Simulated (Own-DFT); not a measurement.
# Point defects and the pressure they add: zincblende GaAs

Source: density functional calculations with Own-DFT, an unreviewed in-house program that is no longer used. Nothing was measured or relaxed, and spin and spin-orbit coupling are left out.

Settings: PBE; PseudoDojo norm-conserving scalar-relativistic files; cutoff 42 hartree; 3 x 3 x 3 k mesh centred on Gamma; Fermi-Dirac smearing of 0.1 eV.

Keep in mind (not all hold for every row): not probed for a lower state with spin; forces not confirmed at this smearing and k mesh; stress not checked against mesh or cutoff.

All runs share one cell, with vectors in Å (10.862, 0.000, 0.000); (0.000, 10.862, 0.000); (0.000, 0.000, 11.796) and a volume of 1391.7 Å³, strained against the parent crystal. u is the rms random offset of the atoms per axis. The defect's site can differ from row to row.

| cell | formula | u (Å) | P (GPa) |
|---|---|---|---|
| no defect | As32Ga32 | 0.0299 | 6.66 |
| no defect | As32Ga32 | 0.0312 | 6.66 |
| no defect | As32Ga32 | 0.0522 | 7.10 |
| one Al on a Ga site | AlAs32Ga31 | 0.0269 | 6.62 |
| one Al on a Ga site | AlAs32Ga31 | 0.0305 | 6.68 |
| one Al on a Ga site | AlAs32Ga31 | 0.0494 | 7.06 |
| one Al on a Ga site | AlAs32Ga31 | 0.0513 | ? |
| one In on a Ga site | As32Ga31In | 0.0280 | 7.41 |
| one In on a Ga site | As32Ga31In | 0.0305 | 7.38 |
| one In on a Ga site | As32Ga31In | 0.0317 | 7.46 |
| one As vacancy and one Ga vacancy | As31Ga31 | 0.0296 | 6.01 |
| one As vacancy and one Ga vacancy | As31Ga31 | 0.0529 | 6.26 |
| one As vacancy and one Ga vacancy | As31Ga31 | 0.0534 | 6.14 |
| one P on an As site | As31Ga32P | 0.0295 | 6.41 |
| one P on an As site | As31Ga32P | 0.0481 | 6.73 |
| one P on an As site | As31Ga32P | 0.0493 | 6.78 |

## Fit

P = P0 + c u² + a shift for each defect gives P0 = 6.51 GPa, c = 196 ± 26 GPa/Å² and a scatter of 0.07 GPa. The shifts, and each times the cell's volume:

- one In on a Ga site: 0.73 ± 0.06 GPa, 6.4 eV
- one Al on a Ga site: 0.01 ± 0.06 GPa, 0.1 eV (not resolved)
- one P on an As site: -0.24 ± 0.06 GPa, -2.1 eV
- one As vacancy and one Ga vacancy: -0.80 ± 0.06 GPa, -6.9 eV

A positive shift means that the defect pushes the cell outwards. Shift times volume (160.2 GPa Å³ is 1 eV) depends little on the cell's size, so, taken for each site, it can be compared between cells at like pressure. The atoms around the defects weren't relaxed, which would change these numbers.

## Test on the hidden row

Q: what pressure belongs in the blank (one Al on a Ga site, u = 0.0513 Å)?

From the fit: 7.03 ± 0.09 GPa. Computed: 7.12 GPa.
